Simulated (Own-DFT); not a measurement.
Simulation results for AlGa3N4 (wurtzite random alloy, strained, atoms displaced)

Computed with Own-DFT development build. A calculation, not a measurement: plane-wave PBE density functional theory by an unreviewed code, no spin, of a simulated periodic cell, stress positive in tension, free energy of the whole cell less one offset for each atom, forces on such cells passed a denser k mesh, this cell's mesh not checked; offsets are fitted by least squares, one for each functional and potential file, so energies compare only between cells with the same atoms and settings and are not formation energies; the far tail of each file's local potential was reset to the Coulomb form; each entry is a single point on an unrelaxed cell, so the pressure reflects the starting lattice, mostly measured values, from which strain is counted, and rises with the displacements; printed positions are rounded, which can move forces by about a meV/angstrom; the program is a retired in-house code; no spin-orbit coupling.

Settings shared by all entries: functional PBE; k mesh 4 x 4 x 3 centred on Gamma.

(1) AlGa3N4 (wurtzite random alloy, strained, atoms displaced)

```
cell vectors (Å)
   9.2240     0.0000     0.0000
  -4.6120     7.9882     0.0000
   0.0000     0.0000    10.2685
atoms (fractions of the cell vectors)
Ga  0.10550  0.22263  0.99920
Al  0.22714  0.10755  0.23978
N   0.12012  0.23778  0.19084
N   0.22537  0.10867  0.44325
Ga  0.11095  0.22381  0.49578
Ga  0.22990  0.11468  0.75508
N   0.11677  0.21269  0.68715
N   0.22344  0.10757  0.94392
Ga  0.10544  0.55264  0.98770
Ga  0.21428  0.43702  0.25829
N   0.12081  0.55701  0.19195
N   0.22312  0.44393  0.43732
Ga  0.09313  0.54588  0.49547
Ga  0.23757  0.46267  0.74969
N   0.11594  0.55707  0.68695
N   0.22085  0.44804  0.94806
Ga  0.11220  0.88871  0.00928
Al  0.22501  0.79173  0.25200
N   0.11444  0.88887  0.19447
N   0.22532  0.78294  0.45209
Ga  0.10351  0.88163  0.50418
Ga  0.22638  0.78393  0.75076
N   0.11188  0.88301  0.68975
N   0.22371  0.78706  0.94206
Ga  0.43945  0.21707  0.99596
Ga  0.54901  0.10803  0.24949
N   0.45176  0.23242  0.19072
N   0.54056  0.09814  0.43092
Ga  0.43656  0.22349  0.50628
Al  0.55705  0.11065  0.75638
N   0.44681  0.21790  0.69541
N   0.55972  0.11842  0.93645
Ga  0.44589  0.55973  0.00028
Ga  0.55324  0.43642  0.24947
N   0.44719  0.56225  0.19480
N   0.55128  0.44742  0.43801
Al  0.43864  0.55501  0.50075
Ga  0.55653  0.44208  0.74934
N   0.44367  0.55627  0.69410
N   0.53981  0.43384  0.94367
Al  0.43707  0.88486  0.99431
Ga  0.55586  0.77502  0.24815
N   0.44970  0.89484  0.19510
N   0.54703  0.77350  0.44499
Al  0.44201  0.88576  0.50186
Ga  0.55301  0.76410  0.73319
N   0.43823  0.87863  0.68683
N   0.56293  0.77831  0.93740
Ga  0.77346  0.21439  0.99607
Ga  0.87602  0.10305  0.25868
N   0.77240  0.21199  0.18533
N   0.89279  0.10683  0.45072
Al  0.78210  0.21842  0.50499
Ga  0.88622  0.11394  0.74874
N   0.77514  0.22387  0.68910
N   0.88271  0.10825  0.94045
Ga  0.76459  0.54969  0.99695
Ga  0.86936  0.43673  0.24284
N   0.77020  0.54946  0.18980
N   0.88822  0.44612  0.42901
Al  0.77658  0.55667  0.50142
Ga  0.88314  0.45170  0.75532
N   0.77033  0.55837  0.68752
N   0.88870  0.44264  0.93596
Al  0.78257  0.88464  0.99448
Ga  0.88454  0.77022  0.25117
N   0.77482  0.88562  0.19218
N   0.89214  0.78053  0.44847
Ga  0.78018  0.89948  0.49716
Ga  0.89564  0.77988  0.74733
N   0.76966  0.89642  0.68328
N   0.89587  0.78234  0.94358
```

```
potential files                   : PseudoDojo norm-conserving, scalar-relativistic, standard set
wave cutoff                       : 42 hartree
occupations                       : Fermi-Dirac
smearing width                    : 0.1 eV
free energy of cell above offsets : 13.986 eV
pressure                          : 22.93 GPa
stress xx                         : -28.59 GPa
stress yy                         : -29.09 GPa
stress zz                         : -11.12 GPa
stress yz                         : -0.93 GPa
stress xz                         : -1.07 GPa
stress xy                         : -1.11 GPa
```

Force:
```
element  x (eV/Å)  y (eV/Å)  z (eV/Å)
     Ga     0.594     0.131     0.992
     Al    -1.382     2.027     2.126
      N     0.498    -5.766    -0.957
      N     -1.54    -0.563    -2.448
     Ga      2.21     -0.06     1.445
     Ga    -0.718     -1.56     0.287
      N    -1.836      1.94      0.21
      N     -1.79    -0.044    -0.551
     Ga      0.41     1.647     3.268
     Ga      0.83     3.419    -0.587
      N    -3.022     1.695    -0.768
      N    -0.307     0.658     1.796
     Ga      2.94     2.233     0.878
     Ga     -2.53    -3.897     1.646
      N    -1.828    -0.378     0.111
      N      1.05    -0.519    -2.488
     Ga    -0.255     0.008    -0.132
     Al     2.508     -3.07     1.443
      N    -1.092      0.48    -0.318
      N     0.102    -1.345    -2.662
     Ga     1.628     1.957     0.396
     Ga    -0.043    -1.231     0.533
      N    -0.637     1.514     0.146
      N     0.797    -1.122    -0.948
     Ga      0.73     0.146     2.015
     Ga     0.502     1.138     0.483
      N    -1.065    -3.894    -1.956
      N     1.881     1.679      2.64
     Ga     2.002    -0.093     -0.34
     Al     0.329    -1.138    -1.276
      N     1.069     0.158    -0.545
      N    -0.673      -2.6    -0.673
     Ga    -0.698     0.068     1.861
     Ga    -2.107     2.979     1.641
      N     0.275    -2.314    -1.257
      N     0.788     0.618     1.262
     Al       0.5    -0.067     -0.21
     Ga    -1.156    -0.472     1.235
      N     2.412    -2.951    -3.529
      N     1.017     1.458     -1.84
     Al     2.317     0.765     1.369
     Ga    -1.135      0.65     1.639
      N    -1.515    -2.064    -2.805
      N     0.589     0.236    -0.353
     Al    -0.285     0.344     0.172
     Ga    -0.627     4.379     3.002
      N     1.004     2.772    -0.131
      N    -1.045     1.116    -0.448
     Ga     0.126     1.105     1.571
     Ga     1.813     1.194    -0.516
      N    -0.409     0.809    -0.222
      N    -2.362     3.241    -2.515
     Al    -2.222     0.289    -0.889
     Ga     1.394     0.332      0.59
      N    -0.893     0.363    -0.754
      N     1.393     -1.33    -0.884
     Ga      0.92     0.488     0.702
     Ga     4.146    -0.062     0.322
      N    -0.468     1.496    -1.779
      N    -2.836    -2.274     1.312
     Al     -0.54     -0.45    -0.593
     Ga     1.653    -0.552    -1.348
      N     1.096     0.233    -1.195
      N    -1.936    -0.342     0.466
     Al    -1.516     0.723     1.223
     Ga    -0.011     0.719     1.133
      N     1.402     0.295     -1.76
      N    -1.892    -2.017     -1.77
     Ga    -0.353    -4.408     1.236
     Ga    -1.884     0.966     0.845
      N     2.475      -0.7     0.442
      N    -0.792    -1.185    -0.993
```

(2) AlGa3N4 (wurtzite random alloy, strained, atoms displaced)

```
cell vectors (Å)
   9.2240     0.0000     0.0000
  -4.6120     7.9882     0.0000
   0.0000     0.0000    10.2685
atoms (fractions of the cell vectors)
Ga  0.11693  0.22856  0.99937
Ga  0.21565  0.10712  0.24660
N   0.12106  0.22398  0.19273
N   0.21823  0.10452  0.44085
Ga  0.11850  0.22936  0.50499
Ga  0.22445  0.11506  0.75521
N   0.10466  0.21276  0.68289
N   0.21211  0.10842  0.93603
Ga  0.10211  0.54624  0.99998
Al  0.22188  0.44168  0.24756
N   0.11556  0.55705  0.19647
N   0.22215  0.43414  0.44082
Ga  0.10724  0.56244  0.50019
Ga  0.22675  0.44785  0.75488
N   0.11143  0.55288  0.70320
N   0.22744  0.44443  0.94454
Ga  0.11565  0.88750  0.00627
Ga  0.22736  0.77109  0.24387
N   0.11342  0.89378  0.18716
N   0.22874  0.78691  0.43141
Ga  0.11432  0.88502  0.50339
Ga  0.22387  0.77875  0.75365
N   0.11928  0.88662  0.67792
N   0.21824  0.77180  0.93836
Ga  0.43945  0.22526  0.99822
Ga  0.53454  0.10534  0.24985
N   0.45120  0.21795  0.18534
N   0.55057  0.11588  0.44449
Ga  0.44724  0.22647  0.50351
Ga  0.56220  0.12432  0.74662
N   0.44000  0.21601  0.69781
N   0.55369  0.10716  0.94779
Ga  0.43987  0.54552  0.99777
Ga  0.55506  0.44519  0.24388
N   0.45773  0.55613  0.18044
N   0.55558  0.43838  0.44186
Ga  0.45074  0.56063  0.49903
Al  0.55390  0.45253  0.74078
N   0.45024  0.56031  0.69382
N   0.55964  0.45097  0.93815
Ga  0.45195  0.88135  0.00472
Ga  0.54263  0.77185  0.24571
N   0.44897  0.89298  0.18307
N   0.55835  0.78120  0.43520
Ga  0.45039  0.89159  0.51030
Ga  0.55794  0.77180  0.75609
N   0.44943  0.89068  0.69604
N   0.56016  0.77433  0.93200
Al  0.78078  0.22653  0.00343
Al  0.89471  0.11641  0.23967
N   0.78260  0.23035  0.18422
N   0.88055  0.10313  0.44268
Al  0.79596  0.23531  0.50035
Ga  0.89011  0.11149  0.75299
N   0.77213  0.21624  0.68832
N   0.88225  0.10228  0.95220
Al  0.77579  0.54633  0.99575
Ga  0.88344  0.43444  0.24041
N   0.78164  0.56344  0.18011
N   0.89185  0.45253  0.43450
Al  0.77520  0.56119  0.50210
Al  0.89133  0.44101  0.75102
N   0.77939  0.55512  0.68598
N   0.89242  0.45639  0.94217
Ga  0.76669  0.89199  0.00253
Ga  0.90081  0.77420  0.25780
N   0.77672  0.89123  0.19793
N   0.89643  0.77776  0.43464
Al  0.77668  0.88077  0.50129
Ga  0.89129  0.78263  0.75104
N   0.78214  0.89197  0.68639
N   0.88913  0.77621  0.94278
```

```
potential files                   : PseudoDojo norm-conserving, scalar-relativistic, standard set
wave cutoff                       : 42 hartree
occupations                       : Fermi-Dirac
smearing width                    : 0.1 eV
free energy of cell above offsets : 13.185 eV
pressure                          : 22.2 GPa
stress xx                         : -25.58 GPa
stress yy                         : -27.36 GPa
stress zz                         : -13.66 GPa
stress yz                         : 0.06 GPa
stress xz                         : -0.71 GPa
stress xy                         : 1.83 GPa
```

Force:
```
element  x (eV/Å)  y (eV/Å)  z (eV/Å)
     Ga    -1.004    -2.005     1.273
     Ga     2.187     0.502     2.473
      N    -2.633     1.318    -1.301
      N     0.221     1.212    -0.848
     Ga     -0.69    -3.482    -1.108
     Ga    -0.647    -1.705    -0.985
      N      0.51     1.813     2.322
      N     1.192     0.036     0.657
     Ga     1.656      1.94     1.194
     Al     1.047     0.483     1.199
      N     0.737    -2.362    -1.841
      N    -0.699     3.735    -1.994
     Ga     1.782     0.008     0.338
     Ga     0.222    -1.342    -0.383
      N    -0.799    -0.352    -2.033
      N    -2.002     0.025     -1.54
     Ga    -1.169    -0.414    -1.048
     Ga    -1.332     2.269     1.297
      N     1.478    -1.338     0.082
      N     1.271    -1.205     0.375
     Ga     -0.31     0.839     -1.43
     Ga     0.289     0.457     0.315
      N    -1.167     0.411     3.046
      N     1.174     0.328     0.788
     Ga     1.045    -0.674    -0.229
     Ga     4.671    -0.454     2.681
      N    -4.328     2.341    -1.252
      N     2.955    -0.093    -0.927
     Ga      -1.4    -1.678     0.833
     Ga    -0.048    -2.707      2.51
      N    -0.762     3.409    -1.409
      N     0.756     1.223    -1.212
     Ga     1.368     2.337     0.614
     Ga     2.126    -0.744     1.517
      N    -3.821    -0.495     0.723
      N     0.238      2.48    -1.031
     Ga     -0.71    -0.514     0.201
     Al     2.377    -1.794     1.817
      N    -0.814    -1.357    -1.684
      N     0.989    -1.122    -2.084
     Ga    -1.735     0.495    -2.029
     Ga      2.45     0.987     1.366
      N    -0.444    -0.828     0.595
      N      0.42    -0.301     0.399
     Ga    -0.395     0.365    -0.638
     Ga    -0.287     2.439    -1.349
      N     0.132    -0.114    -0.294
      N     -1.34    -1.225     1.603
     Al    -0.913    -0.538    -0.488
     Al    -0.769    -0.877     2.088
      N      0.42    -3.913    -0.783
      N     0.407     0.894    -1.214
     Al    -1.608    -1.638    -0.462
     Ga    -0.503    -0.433     0.698
      N     2.003     2.811    -0.912
      N    -0.318     4.182    -2.126
     Al    -1.817     2.952     1.001
     Ga    -0.767      3.63     2.237
      N     0.505    -1.444    -0.205
      N    -1.232    -0.829     0.526
     Al     1.272    -0.671    -0.523
     Al     -1.21      0.21     0.235
      N    -0.067    -0.895    -0.063
      N    -0.082    -3.842    -2.186
     Ga     3.186    -2.592     2.281
     Ga    -2.209     0.492    -1.743
      N     0.349     0.157    -0.943
      N    -1.839    -0.862     2.301
     Al     0.131     1.479    -0.809
     Ga     1.215    -0.257     0.924
      N    -0.479    -0.708    -0.852
      N    -0.433    -0.455    -0.551
```

(3) AlGa3N4 (wurtzite random alloy, strained, atoms displaced)

```
cell vectors (Å)
   9.5806     0.0000     0.0000
  -4.7903     8.2970     0.0000
   0.0000     0.0000    10.2685
atoms (fractions of the cell vectors)
Ga  0.10530  0.22162  0.99743
Ga  0.21139  0.10714  0.25299
N   0.11016  0.21910  0.18789
N   0.22794  0.11099  0.44564
Al  0.11188  0.21773  0.49834
Ga  0.23108  0.11698  0.74809
N   0.10409  0.21818  0.69225
N   0.22623  0.11793  0.93689
Al  0.12148  0.55507  0.00520
Ga  0.22317  0.43296  0.25157
N   0.12700  0.56493  0.19088
N   0.23518  0.44946  0.44405
Al  0.10749  0.54600  0.50589
Al  0.21431  0.42903  0.74554
N   0.10619  0.55256  0.68662
N   0.22838  0.44976  0.94450
Ga  0.10833  0.88772  0.00121
Al  0.23384  0.78216  0.24794
N   0.11287  0.88950  0.19298
N   0.23261  0.78467  0.44381
Ga  0.10165  0.89353  0.49861
Ga  0.23007  0.77841  0.75174
N   0.10319  0.88098  0.69210
N   0.21989  0.77398  0.94521
Ga  0.44970  0.22036  0.99409
Ga  0.54397  0.10493  0.24078
N   0.43171  0.20949  0.18312
N   0.55371  0.10724  0.43365
Ga  0.44919  0.22130  0.50195
Ga  0.55895  0.10845  0.75118
N   0.44704  0.22188  0.68633
N   0.55430  0.11109  0.93557
Ga  0.44572  0.55492  0.99549
Al  0.55955  0.45441  0.25780
N   0.45303  0.57439  0.18768
N   0.56575  0.45347  0.43957
Ga  0.44554  0.55441  0.49769
Ga  0.56183  0.44898  0.74962
N   0.43460  0.54638  0.67883
N   0.55337  0.44478  0.93808
Ga  0.44637  0.88715  0.99886
Al  0.55820  0.78478  0.24974
N   0.44289  0.88546  0.18434
N   0.55861  0.78225  0.44027
Ga  0.44576  0.89418  0.50350
Al  0.55187  0.77647  0.74391
N   0.44503  0.88865  0.68944
N   0.56519  0.78123  0.93564
Ga  0.77220  0.21877  0.99935
Ga  0.89013  0.11534  0.25535
N   0.77673  0.22247  0.18557
N   0.89421  0.11210  0.43667
Ga  0.78189  0.22156  0.49580
Ga  0.88839  0.11169  0.75125
N   0.77134  0.21358  0.68758
N   0.88993  0.10618  0.93392
Ga  0.77919  0.55210  0.00618
Ga  0.88441  0.43852  0.25016
N   0.77932  0.54788  0.18555
N   0.89248  0.44617  0.43640
Ga  0.77932  0.54838  0.50410
Ga  0.89605  0.44363  0.75916
N   0.77593  0.55392  0.69728
N   0.88031  0.45090  0.93810
Ga  0.78692  0.88593  0.00160
Al  0.89256  0.78139  0.24468
N   0.76779  0.87677  0.19391
N   0.88413  0.77491  0.43981
Ga  0.77513  0.88722  0.50350
Ga  0.87542  0.77252  0.74469
N   0.77639  0.89460  0.69499
N   0.88314  0.77549  0.93352
```

```
potential files : PseudoDojo norm-conserving, scalar-relativistic, standard set with the stringent files for Ga
wave cutoff     : 96 hartree
occupations     : Gaussian
smearing width  : 0.01 eV
stress yy       : —
```

Questions
1. Give the missing stress yy for AlGa3N4 (wurtzite random alloy, strained, atoms displaced) (entry 3).

## Answers
1. -1.37 GPa

Further results for AlGa3N4 (wurtzite random alloy, strained, atoms displaced) (entry 3):

```
free energy of cell above offsets : -10.455 eV
pressure                          : 3.61 GPa
stress xx                         : -3.35 GPa
stress zz                         : -6.13 GPa
stress yz                         : -0.54 GPa
stress xz                         : 0.44 GPa
stress xy                         : -0.64 GPa
```

Force:
```
element  x (eV/Å)  y (eV/Å)  z (eV/Å)
     Ga     1.138     0.236    -0.076
     Ga      1.59     0.125     -0.06
      N    -0.746    -0.178         0
      N    -1.616     1.047    -0.649
     Al     0.279      0.82     0.701
     Ga     -0.87    -1.502     0.153
      N      0.84     0.373    -1.606
      N    -0.181    -0.782     0.232
     Al    -1.321     0.394     0.022
     Ga    -0.107      2.37    -0.034
      N    -0.909    -1.023    -0.221
      N    -2.651    -2.342    -0.442
     Al     0.482     1.775     -1.46
     Al     0.033     2.045     0.544
      N     1.578    -0.617     0.512
      N    -1.393    -0.903    -1.899
     Ga     0.075     0.385     -0.72
     Al    -1.102    -0.576     1.263
      N    -0.202    -1.209     0.049
      N    -1.555    -1.756    -1.196
     Ga     1.957    -1.386     0.847
     Ga     -1.73    -0.368    -0.023
      N     0.375      0.85    -0.177
      N     0.292    -0.394    -0.457
     Ga      -1.6     0.625     0.669
     Ga     0.587     0.512     0.904
      N    -0.109     2.199      0.95
      N     0.577     1.068     0.037
     Ga     0.184     0.406    -0.785
     Ga    -0.816     0.094    -0.572
      N     0.504     0.311     0.624
      N     0.671    -0.626     0.429
     Ga     0.515     0.946     0.833
     Al    -0.038     -0.53    -1.834
      N     0.951    -2.166     0.861
      N    -0.336    -1.335    -0.584
     Ga      0.91     1.254     -0.33
     Ga    -1.243    -0.798      0.12
      N    -0.078     0.939     2.686
      N     0.707    -0.177     0.094
     Ga     0.272    -0.368     -0.57
     Al    -0.542    -0.429     0.625
      N      0.65     0.015     0.766
      N    -0.289    -0.099     -0.77
     Ga     0.363    -0.576    -0.585
     Al       0.4    -0.423     0.671
      N     0.832    -0.262     0.666
      N     -0.86    -0.273    -0.984
     Ga     0.835     0.472    -0.494
     Ga     -0.34    -1.055    -1.592
      N     0.066     -0.71     0.477
      N     0.651     0.319     1.262
     Ga    -0.849    -0.222     0.347
     Ga     -0.27    -0.284    -0.394
      N       0.7     1.385    -0.203
      N    -0.918     0.664     1.494
     Ga    -1.824     0.984    -1.338
     Ga     1.141      1.08    -0.482
      N    -1.436     1.289     2.157
      N     0.922    -0.298     0.801
     Ga    -0.002      1.12     0.311
     Ga    -1.212    -0.242    -1.427
      N     1.016    -0.454      -1.5
      N     3.517    -1.355     1.187
     Ga    -1.646     0.202     0.174
     Al    -0.179    -1.097     0.985
      N     1.346     1.417    -0.263
      N     0.032    -0.107    -1.108
     Ga     0.107     0.003    -0.221
     Ga      1.35     0.922      0.68
      N    -0.869    -1.314    -1.064
      N     1.392    -0.411     0.985
```
